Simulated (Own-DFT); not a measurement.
## Calculated data, GaN (wurtzite, atoms displaced)

All values are calculated (Own-DFT development build). A calculation, not a measurement: plane-wave PBE density functional theory by an unreviewed code, no spin, of a simulated periodic cell, stress positive in tension, free energy of the whole cell less one offset for each atom, forces on such cells passed a denser k mesh, this cell's mesh not checked; offsets are fitted by least squares, one for each functional and potential file, so energies compare only between cells with the same atoms and settings and are not formation energies; the far tail of each file's local potential was reset to the Coulomb form; each entry is a single point on an unrelaxed cell, so the pressure reflects the starting lattice, mostly measured values (interpolated for alloys), from which strain is counted, and rises with the displacements; printed positions are rounded, which can move forces by about a meV/angstrom; the program, named Own-DFT, is a retired in-house code; no spin-orbit coupling.

```cif
# cell vector a (Å): 12.7560 0.0000 0.0000
# cell vector b (Å): -4.7835 8.2853 0.0000
# cell vector c (Å): 0.0000 0.0000 10.3700
data_GaN
_symmetry_space_group_name_H-M 'P 1'
_symmetry_Int_Tables_number 1
_cell_length_a 12.7560
_cell_length_b 9.5670
_cell_length_c 10.3700
_cell_angle_alpha 90.000
_cell_angle_beta 90.000
_cell_angle_gamma 120.000
_cell_volume 1095.98
loop_
_atom_site_label
_atom_site_type_symbol
_atom_site_fract_x
_atom_site_fract_y
_atom_site_fract_z
_atom_site_occupancy
Ga1 Ga 0.08544 0.22388 0.00042 1
Ga2 Ga 0.16488 0.11138 0.24626 1
N1 N 0.08659 0.22375 0.18928 1
N2 N 0.16973 0.11635 0.43660 1
Ga3 Ga 0.08418 0.22090 0.50112 1
Ga4 Ga 0.16947 0.11728 0.75263 1
N3 N 0.08142 0.22416 0.69181 1
N4 N 0.16569 0.11146 0.93582 1
Ga5 Ga 0.08224 0.55987 0.00565 1
Ga6 Ga 0.16495 0.43902 0.25158 1
N5 N 0.08382 0.55617 0.18599 1
N6 N 0.16711 0.44444 0.44025 1
Ga7 Ga 0.08123 0.55585 0.50180 1
Ga8 Ga 0.16806 0.44434 0.75194 1
N7 N 0.08344 0.55388 0.68697 1
N8 N 0.16431 0.44208 0.94123 1
Ga9 Ga 0.08638 0.89198 0.99773 1
Ga10 Ga 0.16955 0.78023 0.24935 1
N9 N 0.08312 0.89098 0.18802 1
N10 N 0.16520 0.77687 0.43945 1
Ga11 Ga 0.08247 0.88563 0.49903 1
Ga12 Ga 0.16504 0.77586 0.74950 1
N11 N 0.08441 0.89000 0.69038 1
N12 N 0.16774 0.77699 0.93884 1
Ga13 Ga 0.33107 0.21964 0.99654 1
Ga14 Ga 0.41519 0.11162 0.24971 1
N13 N 0.33102 0.21817 0.18766 1
N14 N 0.41253 0.10598 0.43733 1
Ga15 Ga 0.33687 0.22583 0.50054 1
Ga16 Ga 0.41692 0.10748 0.74962 1
N15 N 0.33274 0.22057 0.68925 1
N16 N 0.41557 0.11290 0.93755 1
Ga17 Ga 0.33314 0.55394 0.00092 1
Ga18 Ga 0.41977 0.44683 0.24964 1
N17 N 0.33230 0.55631 0.19004 1
N18 N 0.41249 0.44463 0.44040 1
Ga19 Ga 0.33429 0.55653 0.49971 1
Ga20 Ga 0.41314 0.44242 0.75037 1
N19 N 0.33558 0.55641 0.68823 1
N20 N 0.41720 0.44356 0.93737 1
Ga21 Ga 0.33382 0.89052 0.00007 1
Ga22 Ga 0.41834 0.77808 0.25010 1
N21 N 0.33564 0.88690 0.18803 1
N22 N 0.41882 0.78121 0.43725 1
Ga23 Ga 0.33413 0.88727 0.49963 1
Ga24 Ga 0.41621 0.77928 0.75230 1
N23 N 0.33176 0.88667 0.68818 1
N24 N 0.41508 0.77805 0.94126 1
Ga25 Ga 0.58450 0.21949 0.99935 1
Ga26 Ga 0.66754 0.11280 0.24760 1
N25 N 0.58518 0.22174 0.18863 1
N26 N 0.66708 0.11017 0.43957 1
Ga27 Ga 0.58199 0.21934 0.49717 1
Ga28 Ga 0.66844 0.11257 0.75362 1
N27 N 0.58019 0.22285 0.68725 1
N28 N 0.66759 0.11332 0.93896 1
Ga29 Ga 0.58417 0.55445 0.99801 1
Ga30 Ga 0.66479 0.44266 0.25181 1
N29 N 0.58662 0.55666 0.18986 1
N30 N 0.66696 0.44539 0.43618 1
Ga31 Ga 0.58464 0.55749 0.50163 1
Ga32 Ga 0.66566 0.44386 0.74859 1
N31 N 0.58401 0.55545 0.68772 1
N32 N 0.66727 0.44392 0.93596 1
Ga33 Ga 0.58655 0.89306 0.99832 1
Ga34 Ga 0.66658 0.77644 0.25019 1
N33 N 0.58072 0.89130 0.18888 1
N34 N 0.66683 0.78297 0.43932 1
Ga35 Ga 0.58304 0.88985 0.49976 1
Ga36 Ga 0.66652 0.77786 0.75231 1
N35 N 0.58439 0.88994 0.69096 1
N36 N 0.66769 0.77921 0.93912 1
Ga37 Ga 0.83610 0.22204 0.00036 1
Ga38 Ga 0.91462 0.10962 0.25163 1
N37 N 0.83279 0.21942 0.18855 1
N38 N 0.91864 0.11501 0.43962 1
Ga39 Ga 0.83655 0.22128 0.50110 1
Ga40 Ga 0.91694 0.11355 0.75042 1
N39 N 0.83637 0.22588 0.68637 1
N40 N 0.91983 0.11790 0.93961 1
Ga41 Ga 0.83227 0.55666 0.00044 1
Ga42 Ga 0.91583 0.44235 0.24666 1
N41 N 0.83445 0.55608 0.18845 1
N42 N 0.91545 0.44141 0.43861 1
Ga43 Ga 0.83291 0.55617 0.49904 1
Ga44 Ga 0.91585 0.44122 0.75005 1
N43 N 0.83101 0.55157 0.68855 1
N44 N 0.91888 0.44934 0.93768 1
Ga45 Ga 0.83279 0.88799 0.99896 1
Ga46 Ga 0.91532 0.77878 0.25095 1
N45 N 0.83257 0.88312 0.18992 1
N46 N 0.91859 0.77683 0.43778 1
Ga47 Ga 0.83132 0.88834 0.50028 1
Ga48 Ga 0.91520 0.77784 0.74897 1
N47 N 0.83183 0.88243 0.68820 1
N48 N 0.91493 0.77392 0.93824 1
_calc_functional 'PBE'
_calc_potential_files 'PseudoDojo norm-conserving, scalar-relativistic, standard set'
_calc_wave_cutoff 42  # hartree
_calc_occupations 'Fermi-Dirac'
_calc_smearing_width 0.1  # eV
_calc_hardware 'one NVIDIA H200'
_calc_k_mesh '3 x 4 x 3 centred on Gamma'
_calc_free_energy_of_cell_above_offsets '18.959'  # eV
_calc_pressure 5.91  # GPa
_calc_stress_xx -6.03  # GPa
_calc_stress_yy -5.49  # GPa
_calc_stress_zz -6.22  # GPa
_calc_stress_yz 0  # GPa
_calc_stress_xz 0.03  # GPa
_calc_stress_xy 0.5  # GPa
_calc_wall_time 1104  # s
```

Force:
```csv
element,x (eV/Å),y (eV/Å),z (eV/Å)
Ga,-0.207,-0.023,0.198
Ga,0.576,-0.139,0.875
N,-1.099,-0.538,-0.373
N,-0.024,-0.772,0.225
Ga,0.189,0.335,0.131
Ga,-0.351,-0.805,-0.973
N,0.607,-0.24,-0.436
N,0.063,0.073,0.585
Ga,0.524,-0.437,-1.189
Ga,-0.083,0.961,0.176
N,0.07,-0.143,1.241
N,-0.296,0.109,-0.065
Ga,0.403,-0.274,-0.476
Ga,-0.316,0.373,0.003
N,-0.067,0.073,0.531
N,0.188,0.693,-0.225
Ga,-0.443,-0.665,0.209
Ga,-0.357,-0.19,0.135
N,0.193,-0.369,-0.217
N,0.473,-0.006,-0.319
Ga,0.112,1.074,0.325
Ga,0.013,-0.054,0.082
N,-0.327,0.146,-0.21
N,-0.191,0.342,-0.116
Ga,0.215,0.41,0.583
Ga,0.369,-0.345,-0.182
N,0.177,0.782,-0.326
N,0.407,0.703,0.069
Ga,-0.527,-0.609,-0.012
Ga,-0.484,0.215,-0.037
N,0.217,0.181,-0.062
N,0.597,-0.279,0.08
Ga,-0.253,0.131,0.107
Ga,-0.596,-0.45,0.03
N,0.482,-0.287,-0.087
N,1.385,0.293,-0.49
Ga,-0.606,0.295,0.078
Ga,0.839,0.183,-0.243
N,-0.494,0.137,0.139
N,-0.161,0.093,0.287
Ga,-0.014,-0.068,0.115
Ga,-0.344,-0.217,-0.021
N,-0.521,0.437,0.058
N,-0.041,-0.512,0.248
Ga,-0.474,-0.188,0.09
Ga,0.215,-0.199,-0.043
N,0.144,0.018,-0.015
N,0.605,0.06,-0.305
Ga,-0.816,0.615,0.163
Ga,-0.015,-0.325,0.757
N,-0.633,0.111,-0.16
N,0.154,0.321,-0.306
Ga,-0.013,0.153,0.238
Ga,-0.302,0.196,-1.029
N,0.835,-0.307,-0.028
N,0.543,-0.037,0.029
Ga,-0.041,-0.061,0.237
Ga,0.721,0.137,-0.495
N,-0.538,-0.147,-0.487
N,-0.302,-0.207,0.537
Ga,-0.355,-0.083,-0.296
Ga,0.027,-0.056,-0.02
N,-0.48,0.058,0.332
N,-0.17,-0.213,0.366
Ga,-0.574,-0.666,0.443
Ga,-0.471,0.465,0.021
N,1.203,-0.198,-0.389
N,0.288,-0.71,-0.243
Ga,-0.091,0.222,0.426
Ga,-0.035,-0.24,-0.443
N,-0.142,0.09,-0.107
N,-0.142,-0.148,0.117
Ga,-0.48,0.78,-0.01
Ga,0.629,-0.095,-0.193
N,0.114,0.138,-0.217
N,0.302,-0.85,-0.157
Ga,-0.952,0.257,-0.298
Ga,0.078,-0.583,0.012
N,-0.381,-0.877,0.551
N,0.128,-1.149,-0.152
Ga,0.265,-0.326,-0.005
Ga,0.082,0.37,0.606
N,-0.344,-0.2,0.091
N,-0.128,0.271,-0.359
Ga,0.319,-0.382,0.176
Ga,0.021,0.876,0.078
N,0.256,0.363,-0.21
N,-0.21,-0.675,0.279
Ga,0.492,0.342,0.176
Ga,0.93,-0.452,-0.137
N,-0.653,0.977,-0.368
N,-0.809,0.197,0.179
Ga,0.603,0.169,-0.057
Ga,0.772,-0.473,0.174
N,-0.534,1.133,0.05
N,0.065,0.906,-0.055
```
